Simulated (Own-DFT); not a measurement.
HfO₂ (monoclinic hafnia, atoms displaced) (calculated)

Computed with Own-DFT development build. A calculation, not a measurement: plane-wave PBE density functional theory by an unreviewed code, no spin, of a simulated periodic cell, stress positive in tension, free energy of the whole cell less one offset for each atom, hafnium file: forces about 75 meV/angstrom off all-electron values; oxygen file: force components 24 meV/angstrom off all-electron in one glass; forces on such cells passed a denser k mesh, this cell's mesh not checked; offsets are fitted by least squares, one for each functional and potential file, so energies compare only between cells with the same atoms and settings and are not formation energies; the far tail of each file's local potential was reset to the Coulomb form; each entry is a single point on an unrelaxed cell, so the pressure reflects the starting lattice, mostly measured values, from which strain is counted, and rises with the displacements; printed positions are rounded, which can move forces by about a meV/angstrom; the program is a retired in-house code; no spin-orbit coupling; before rounding, a Quantum ESPRESSO 7.3.1 run of the same cell and cutoff gave forces within 1 meV/angstrom rms on each cell, which checks the program and not the settings.

Settings shared by all entries: functional PBE; potential files PseudoDojo norm-conserving, scalar-relativistic, standard set; wave cutoff 72 hartree; occupations Fermi-Dirac; smearing width 0.1 eV; k mesh 2 x 2 x 2 centred on Gamma.

(1) HfO₂ (monoclinic hafnia, atoms displaced)

```xyz
96
Lattice="10.2340 0.0000 0.0000 0.0000 10.3500 0.0000 -1.6955 0.0000 10.4453" Properties=species:S:1:pos:R:3 HfO2
Hf     1.2616     0.2200     1.0755
Hf     3.4862     2.7896     1.5173
Hf     3.0255     4.9328     4.1292
Hf     0.7680     2.3905     3.7121
O      0.0676     1.7250     1.7957
O      4.5896     4.2765     0.8077
O      4.1640     3.4996     3.4203
O     -0.3317     0.8637     4.4259
O      1.8929     3.9218     2.5275
O      2.8359     1.3020     0.1020
O      2.3973     1.2659     2.7085
O      1.4580     3.8419     5.0945
Hf     0.3678     0.1889     6.3335
Hf     2.6029     2.7790     6.7931
Hf     2.1683     5.0049     9.3688
Hf    -0.0301     2.3940     8.9424
O     -0.7685     1.7046     7.0188
O      3.7489     4.3186     6.0299
O      3.3547     3.4563     8.6363
O     -1.1545     0.8687     9.6570
O      1.0268     3.9280     7.7531
O      1.9885     1.3362     5.3627
O      1.5156     1.2373     7.9629
O      0.6378     3.8676    10.3492
Hf     1.2350     5.3983     1.0508
Hf     3.4482     7.9360     1.5435
Hf     3.0263    10.1199     4.1238
Hf     0.7955     7.5645     3.6637
O      0.1234     6.8659     1.8211
O      4.5930     9.4955     0.8074
O      4.1946     8.5992     3.4101
O     -0.3307     6.0284     4.3921
O      1.9310     9.0933     2.4905
O      2.7738     6.4953     0.1333
O      2.3573     6.4379     2.7378
O      1.4539     8.9978     5.1279
Hf     0.3979     5.3968     6.3214
Hf     2.5872     7.9814     6.7515
Hf     2.1670    10.1451     9.3842
Hf    -0.0506     7.5475     8.8843
O     -0.7579     6.8679     7.0383
O      3.7633     9.4661     6.0346
O      3.3520     8.6501     8.6250
O     -1.1721     6.0933     9.6907
O      1.0567     9.0887     7.7455
O      1.9638     6.5051     5.3217
O      1.5242     6.4253     7.9532
O      0.6333     9.0421    10.3480
Hf     6.3531     0.1890     1.1110
Hf     8.5853     2.8014     1.4968
Hf     8.1404     4.9620     4.1786
Hf     5.9527     2.3669     3.7361
O      5.1856     1.7498     1.7881
O      9.7008     4.2918     0.8061
O      9.3086     3.4517     3.4123
O      4.7774     0.8597     4.3963
O      6.9951     3.9429     2.5091
O      7.9014     1.3685     0.0875
O      7.4813     1.2553     2.7125
O      6.5894     3.8392     5.1253
Hf     5.4751     0.1862     6.2834
Hf     7.7254     2.8093     6.7957
Hf     7.3099     4.9705     9.3710
Hf     5.1035     2.3708     8.9168
O      4.3437     1.7692     7.0694
O      8.8707     4.2860     6.0122
O      8.4537     3.4525     8.5892
O      3.9262     0.8671     9.6306
O      6.1544     3.8881     7.7420
O      7.0750     1.3483     5.3083
O      6.6115     1.2544     7.9558
O      5.7426     3.8547    10.3386
Hf     6.3599     5.4015     1.0656
Hf     8.5764     7.9399     1.5472
Hf     8.1239    10.1786     4.1479
Hf     5.9438     7.5147     3.7035
O      5.2036     6.8874     1.8064
O      9.7291     9.4806     0.8098
O      9.2614     8.6085     3.3817
O      4.7902     6.0372     4.4373
O      7.0186     9.0781     2.5013
O      7.9404     6.4943     0.1120
O      7.4975     6.4283     2.7107
O      6.5667     9.0091     5.1278
Hf     5.4991     5.3717     6.3133
Hf     7.7441     7.9824     6.6864
Hf     7.2801    10.1181     9.3433
Hf     5.0709     7.5752     8.9244
O      4.3259     6.8913     7.0244
O      8.8924     9.4498     6.0211
O      8.4557     8.6072     8.6375
O      3.9102     6.0523     9.6655
O      6.1704     9.1114     7.7176
O      7.0261     6.5171     5.3174
O      6.6458     6.4202     7.9431
O      5.7418     9.0024    10.3226
```

| Quantity | Value |
| --- | --- |
| free energy of cell above offsets | -98.036 eV |
| pressure | 4.13 GPa |
| stress xx | -4.19 GPa |
| stress yy | -3.83 GPa |
| stress zz | -4.37 GPa |
| stress yz | 0.14 GPa |
| stress xz | -0.12 GPa |
| stress xy | 0.02 GPa |

Force:
| element | x (eV/Å) | y (eV/Å) | z (eV/Å) |
| --- | --- | --- | --- |
| Hf | -0.291 | -0.115 | 0.336 |
| Hf | -0.706 | 0.129 | 0.487 |
| Hf | -0.399 | 0.65 | 0.174 |
| Hf | 1.096 | 0.151 | -0.334 |
| O | -0.066 | -0.021 | -0.029 |
| O | 1.093 | 1.084 | -0.233 |
| O | 1.495 | -1.25 | -0.036 |
| O | -0.734 | -0.62 | 0.04 |
| O | -0.391 | 0.087 | -0.603 |
| O | -0.131 | 0.736 | 0.185 |
| O | -0.232 | -0.395 | 0.355 |
| O | -0.316 | -0.04 | 0.504 |
| Hf | 0.862 | 0.561 | -0.212 |
| Hf | 0.121 | 0.493 | -0.522 |
| Hf | 0.589 | -1.101 | 0.016 |
| Hf | 0.297 | -0.33 | -0.169 |
| O | -0.401 | 0.196 | 0.205 |
| O | 0.271 | -0.123 | 0.258 |
| O | -0.234 | 0.462 | 0.462 |
| O | -0.885 | -0.173 | -0.473 |
| O | -0.166 | 0.1 | -0.236 |
| O | -0.315 | -0.457 | -0.11 |
| O | -0.075 | 0.248 | -0.06 |
| O | -0.617 | -0.535 | -0.408 |
| Hf | 0.416 | -0.901 | 1.479 |
| Hf | 0.238 | 0.469 | -0.186 |
| Hf | -0.147 | 0.33 | -0.124 |
| Hf | 0.362 | -0.437 | 0.731 |
| O | -1.289 | 0.747 | -0.3 |
| O | 0.63 | -0.123 | 0.461 |
| O | 0.296 | 0.152 | 0.398 |
| O | -0.53 | -0.038 | 0.361 |
| O | -0.584 | 0.115 | 0.244 |
| O | 0.658 | 0.319 | -0.352 |
| O | 0.506 | -0.062 | -0.22 |
| O | -0.104 | 0.287 | -0.234 |
| Hf | 0.497 | -0.665 | -0.811 |
| Hf | 0.4 | -0.496 | -0.241 |
| Hf | 0.596 | 0.045 | -0.207 |
| Hf | 0.367 | 0.723 | 0.949 |
| O | -0.769 | 0.402 | -0.322 |
| O | 0.368 | 0.4 | -0.188 |
| O | 0.317 | -0.268 | 0.191 |
| O | -1.185 | -0.762 | -0.714 |
| O | -0.48 | 0.037 | -0.266 |
| O | -0.253 | 0.196 | 0.491 |
| O | 0.109 | 0.166 | -0.089 |
| O | -0.479 | -0.756 | -0.284 |
| Hf | -0.539 | 0.561 | -0.66 |
| Hf | -0.592 | -0.066 | 0.496 |
| Hf | 0.291 | -0.198 | -1.048 |
| Hf | -0.677 | 0.855 | -1.02 |
| O | 0.571 | -0.512 | 0.326 |
| O | 1.033 | 0.69 | -0.361 |
| O | -0.246 | 0.099 | 0.15 |
| O | -0.333 | -0.298 | 0.12 |
| O | 0.06 | -0.256 | 0.068 |
| O | 0.354 | -0.586 | 0.339 |
| O | 0.134 | -0.161 | 0.262 |
| O | -0.309 | -0.084 | 0.15 |
| Hf | -0.188 | 0.667 | 0.647 |
| Hf | -0.172 | -0.434 | -0.932 |
| Hf | -0.43 | 0.082 | -0.219 |
| Hf | -0.789 | 0.219 | 0.593 |
| O | 0.168 | -0.938 | -1.017 |
| O | 0.661 | 0.46 | 0.354 |
| O | 0.612 | 0.299 | 1.037 |
| O | -0.248 | -0.381 | 0.236 |
| O | 0.005 | 0.569 | -0.174 |
| O | 0.102 | -0.338 | 0.404 |
| O | 0.714 | -0.383 | -0.336 |
| O | -0.105 | 0.13 | -0.228 |
| Hf | -0.215 | -0.801 | 0.523 |
| Hf | 0.279 | 0.46 | -0.588 |
| Hf | 0.438 | -0.477 | -0.599 |
| Hf | -0.55 | 0.278 | -0.245 |
| O | -0.32 | 0.113 | -0.053 |
| O | 0.184 | 0.016 | -0.064 |
| O | 0.617 | 0.231 | 0.813 |
| O | -0.469 | -0.198 | -0.291 |
| O | -0.361 | 0.308 | -0.012 |
| O | 0.009 | 0.084 | -0.075 |
| O | 0.229 | -0.089 | 0.207 |
| O | 0.123 | 0.244 | -0.242 |
| Hf | -0.716 | 0.094 | 0.238 |
| Hf | -0.742 | -0.525 | 1.144 |
| Hf | 0.561 | 0.307 | 0.499 |
| Hf | -0.113 | -0.487 | -0.501 |
| O | -0.013 | 0.11 | 0.173 |
| O | 0.313 | 0.411 | -0.153 |
| O | 0.083 | 0.134 | -0.276 |
| O | -0.114 | 0.23 | -0.315 |
| O | -0.019 | -0.262 | -0.204 |
| O | 0.92 | -0.009 | 0.285 |
| O | 0.149 | 0.023 | 0.013 |
| O | -0.157 | 0.189 | 0.173 |

(2) HfO₂ (monoclinic hafnia, atoms displaced)

```xyz
96
Lattice="10.2340 0.0000 0.0000 0.0000 10.3500 0.0000 -1.6955 0.0000 10.4453" Properties=species:S:1:pos:R:3 HfO2
Hf     1.2792     0.2234     1.0530
Hf     3.4146     2.7693     1.5170
Hf     3.0246     4.9648     4.1356
Hf     0.8174     2.3759     3.7203
O      0.0873     1.6941     1.8290
O      4.6212     4.2961     0.7790
O      4.1906     3.4605     3.4115
O     -0.3443     0.8611     4.3940
O      1.9227     3.8681     2.5090
O      2.8148     1.3340     0.0779
O      2.3791     1.2733     2.7375
O      1.4891     3.8562     5.1538
Hf     0.3635     0.2082     6.3468
Hf     2.6182     2.7979     6.7278
Hf     2.1616     4.9816     9.3746
Hf    -0.0438     2.3392     8.9331
O     -0.7958     1.7278     7.0220
O      3.7597     4.3170     6.0285
O      3.3115     3.4588     8.6236
O     -1.2190     0.8972     9.6499
O      1.0543     3.9315     7.7291
O      1.9644     1.3463     5.3327
O      1.4932     1.2455     7.9606
O      0.6173     3.8248    10.3728
Hf     1.2656     5.3678     1.1172
Hf     3.4598     7.9723     1.5354
Hf     3.0270    10.1118     4.1322
Hf     0.7997     7.5289     3.6698
O      0.0852     6.8573     1.7842
O      4.5889     9.4839     0.8212
O      4.1670     8.6536     3.3966
O     -0.3431     6.0410     4.3891
O      1.8955     9.1393     2.4784
O      2.8039     6.5210     0.1336
O      2.3938     6.4260     2.7423
O      1.4614     9.0265     5.1214
Hf     0.3781     5.3729     6.2921
Hf     2.6053     7.9887     6.7150
Hf     2.1887    10.1201     9.3830
Hf    -0.0684     7.5422     8.9229
O     -0.7794     6.8984     7.0208
O      3.7734     9.5030     6.0379
O      3.3422     8.5970     8.6407
O     -1.1937     6.0339     9.6303
O      1.0627     9.1094     7.7523
O      1.9539     6.5015     5.3024
O      1.5554     6.3837     7.9592
O      0.5872     9.0180    10.3373
Hf     6.3619     0.2231     1.0874
Hf     8.5734     2.7958     1.5143
Hf     8.1733     4.9797     4.1357
Hf     5.8911     2.3853     3.6914
O      5.2131     1.6950     1.8279
O      9.7461     4.2982     0.8427
O      9.3388     3.4709     3.4171
O      4.7503     0.8588     4.4247
O      7.0258     3.9066     2.5089
O      7.9536     1.3124     0.1095
O      7.4728     1.1952     2.7176
O      6.6251     3.8439     5.1522
Hf     5.4985     0.2125     6.3012
Hf     7.7467     2.7496     6.7604
Hf     7.3139     4.9797     9.3374
Hf     5.1076     2.3751     8.9178
O      4.3991     1.7118     7.0481
O      8.8635     4.3158     6.0188
O      8.4470     3.4480     8.6237
O      3.9366     0.8737     9.6554
O      6.1920     3.9545     7.7151
O      7.0535     1.3176     5.3365
O      6.6418     1.2608     7.9385
O      5.7270     3.8354    10.3007
Hf     6.3540     5.3767     1.0544
Hf     8.5861     7.9626     1.5010
Hf     8.1643    10.1324     4.0789
Hf     5.9163     7.5554     3.7091
O      5.2029     6.8775     1.8199
O      9.7193     9.4833     0.7780
O      9.3354     8.6018     3.4507
O      4.7765     6.0380     4.4610
O      6.9922     9.0775     2.4886
O      7.8848     6.5101     0.1106
O      7.4667     6.4259     2.7558
O      6.5809     9.0174     5.1343
Hf     5.4949     5.3808     6.2735
Hf     7.7389     7.9610     6.7694
Hf     7.3145    10.1339     9.3704
Hf     5.0685     7.5807     8.9335
O      4.3250     6.8852     7.0122
O      8.8558     9.4756     6.0271
O      8.4496     8.6244     8.6169
O      3.9045     6.0543     9.6880
O      6.1625     9.1154     7.7289
O      7.0409     6.4642     5.3405
O      6.6273     6.4521     7.9241
O      5.7513     8.9937    10.3193
```

| Property | Result |
| --- | --- |
| stress zz | — |

Question: Give the missing stress zz for HfO₂ (monoclinic hafnia, atoms displaced) (entry 2).
Answer: -4.19 GPa

Question: Give the table of force values for HfO₂ (monoclinic hafnia, atoms displaced) (entry 2).
Answer: 
Force:
| element | x (eV/Å) | y (eV/Å) | z (eV/Å) |
| --- | --- | --- | --- |
| Hf | -0.829 | -0.126 | 0.893 |
| Hf | 1.187 | 0.488 | 0.103 |
| Hf | 0.458 | -0.069 | 0.387 |
| Hf | -0.235 | -0.181 | -0.086 |
| O | -0.342 | 0.156 | -0.311 |
| O | 0.005 | -0.362 | 0.617 |
| O | 0.254 | -0.088 | 0.016 |
| O | -0.21 | -0.221 | 0.344 |
| O | -0.555 | 0.794 | 0.011 |
| O | 0.008 | -0.172 | 0.378 |
| O | 0.355 | -0.26 | -0.33 |
| O | -0.425 | -0.173 | -0.65 |
| Hf | 0.09 | -0.229 | -0.802 |
| Hf | 0.251 | 0.268 | 0.768 |
| Hf | 0.57 | -0.668 | -0.377 |
| Hf | 0.226 | 1.317 | -0.438 |
| O | 0.583 | -0.439 | 0.114 |
| O | 0.127 | -0.254 | -0.123 |
| O | 0.775 | -0.347 | 0.191 |
| O | -0.083 | -0.356 | -0.076 |
| O | -0.561 | -0.333 | -0.139 |
| O | -0.239 | -0.205 | 0.254 |
| O | 0.257 | -0.118 | -0.093 |
| O | -0.384 | -0.066 | -0.315 |
| Hf | -0.206 | -0.335 | -0.41 |
| Hf | 0.143 | -0.116 | -0.176 |
| Hf | -0.206 | 0.851 | 0.206 |
| Hf | 0.404 | 0.435 | 0.583 |
| O | -0.411 | 0.546 | 0.074 |
| O | 0.476 | 0.236 | -0.108 |
| O | 0.719 | -0.67 | 0.246 |
| O | -0.007 | -0.097 | 0.132 |
| O | -0.263 | -0.515 | 0.111 |
| O | -0.196 | -0.131 | -0.041 |
| O | -0.052 | -0.112 | -0.354 |
| O | -0.167 | -0.251 | -0.185 |
| Hf | 0.145 | -0.191 | 0.596 |
| Hf | 0.289 | -0.57 | 0.511 |
| Hf | 0.408 | -0.028 | -0.589 |
| Hf | 0.715 | -0.095 | -0.187 |
| O | 0.281 | -0.079 | 0.059 |
| O | -0.251 | -0.319 | -0.034 |
| O | -0.156 | 0.452 | 0.193 |
| O | -0.054 | -0.129 | 0.191 |
| O | -0.345 | -0.198 | -0.253 |
| O | -0.057 | 0.282 | 0.291 |
| O | -0.544 | 0.96 | -0.375 |
| O | 0.039 | -0.031 | -0.213 |
| Hf | -0.038 | -0.297 | 0.052 |
| Hf | 0.326 | 0.048 | 0.412 |
| Hf | -0.861 | -0.591 | 0.051 |
| Hf | 0.665 | -0.063 | 0.638 |
| O | -0.851 | 0.426 | -0.338 |
| O | 0.112 | 0.226 | -0.417 |
| O | 0.2 | -0.288 | -0.059 |
| O | -0.234 | 0.106 | -0.285 |
| O | -0.111 | -0.117 | -0.271 |
| O | -0.121 | 0.199 | 0.137 |
| O | 0.336 | 0.663 | -0.184 |
| O | -0.585 | -0.455 | -0.822 |
| Hf | 0.658 | -0.165 | 0.085 |
| Hf | -1.176 | 1.108 | -0.639 |
| Hf | -0.4 | -0.356 | -0.209 |
| Hf | -0.517 | 0.364 | -0.319 |
| O | -1.186 | 0.653 | -0.229 |
| O | 0.97 | 0.215 | 0.309 |
| O | 0.642 | -0.09 | 0.574 |
| O | -0.459 | -0.287 | -0.087 |
| O | -0.319 | -0.343 | 0.265 |
| O | 0.301 | 0.027 | -0.286 |
| O | 0.497 | -0.143 | 0.397 |
| O | 0.279 | 0.11 | 0.389 |
| Hf | -0.296 | -0.171 | 0.735 |
| Hf | -0.387 | -0.099 | 0.378 |
| Hf | -0.353 | -0.119 | 1.164 |
| Hf | 0.327 | -0.237 | 0.226 |
| O | -0.67 | 0.383 | 0.017 |
| O | 0.661 | -0.058 | 0.494 |
| O | -0.25 | 0.01 | -0.674 |
| O | -0.822 | 0.124 | -1.07 |
| O | 0.271 | -0.148 | -0.138 |
| O | 0.7 | 0.018 | 0.089 |
| O | 0.454 | 0.218 | -0.401 |
| O | -0.06 | -0.332 | -0.647 |
| Hf | 0.431 | -0.135 | 1.123 |
| Hf | -0.99 | 0.043 | -0.875 |
| Hf | -0.693 | 0.104 | -0.613 |
| Hf | -0.002 | -0.786 | -0.735 |
| O | -0.326 | 0.421 | 0.147 |
| O | 0.865 | 0.54 | 0.113 |
| O | 0.612 | -0.046 | 0.54 |
| O | -0.21 | 0.162 | -0.622 |
| O | -0.155 | -0.106 | 0.156 |
| O | 0.688 | 0.804 | -0.085 |
| O | 0.266 | -0.103 | 0.608 |
| O | -0.177 | 0.312 | 0.302 |

Further results for HfO₂ (monoclinic hafnia, atoms displaced) (entry 2):

| Property | Result |
| --- | --- |
| free energy of cell above offsets | -98.173 eV |
| pressure | 4.1 GPa |
| stress xx | -4.11 GPa |
| stress yy | -3.99 GPa |
| stress yz | 0.02 GPa |
| stress xz | -0.12 GPa |
| stress xy | 0.18 GPa |
